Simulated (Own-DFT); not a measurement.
# Point defects and the pressure they add: C11b WSi2

Calculated, not measured: single-point runs of Own-DFT, a retired in-house plane-wave DFT program that no person has reviewed, on unrelaxed cells, without spin or spin-orbit coupling.

Common settings: PBE; PseudoDojo norm-conserving scalar-relativistic files; cutoff 50 hartree; 5 x 5 x 5 k mesh centred on Gamma; cold (Marzari-Vanderbilt) smearing of 0.2 eV.

Caveats: forces on such cells failed a check on a denser k mesh; stress not checked against mesh or cutoff.

All runs share one cell, with vectors in Å (-2.148, -5.953, 3.409); (-6.444, 2.976, 1.136); (-2.553, -2.948, -6.757) and a volume of 403.2 Å³. u is the rms random offset of the atoms per axis. The defect's site can differ from row to row.

```
cell,formula,u (Å),P (GPa)
no defect,Si20W10,0.0182,4.36
no defect,Si20W10,0.0417,5.12
no defect,Si20W10,0.0536,6.10
one Si vacancy,Si19W10,0.0294,2.83
one Si vacancy,Si19W10,0.0309,3.30
one Si vacancy,Si19W10,0.0496,3.85
one Si vacancy,Si19W10,0.0501,?
one Si on a W site,Si21W9,0.0277,6.12
one Si on a W site,Si21W9,0.0290,6.50
one Si on a W site,Si21W9,0.0462,7.39
one W on a Si site,Si19W11,0.0308,9.95
one W on a Si site,Si19W11,0.0532,11.92
one W on a Si site,Si19W11,0.0537,10.70
one W vacancy,Si20W9,0.0304,3.44
one W vacancy,Si20W9,0.0474,4.56
one W vacancy,Si20W9,0.0565,5.38
```

## Fit

P = P0 + c u² + a shift for each defect gives P0 = 4.01 GPa, c = 716 ± 105 GPa/Å² and a scatter of 0.35 GPa. The shifts, and each times the cell's volume:

- one W on a Si site: 5.26 ± 0.29 GPa, 13.2 eV
- one Si on a W site: 1.76 ± 0.29 GPa, 4.4 eV
- one W vacancy: -1.07 ± 0.29 GPa, -2.7 eV
- one Si vacancy: -1.71 ± 0.29 GPa, -4.3 eV

A positive shift means that the defect pushes the cell outwards. Shift times volume (160.2 GPa Å³ is 1 eV) depends little on the cell's size, so, taken for each site, it can be compared between cells at like pressure. The atoms around the defects weren't relaxed, which would change these numbers.

## Prediction

Q: what pressure belongs in the blank (one Si vacancy, u = 0.0501 Å)?

The fit gives 4.10 ± 0.42 GPa. DFT gave 4.34 GPa.
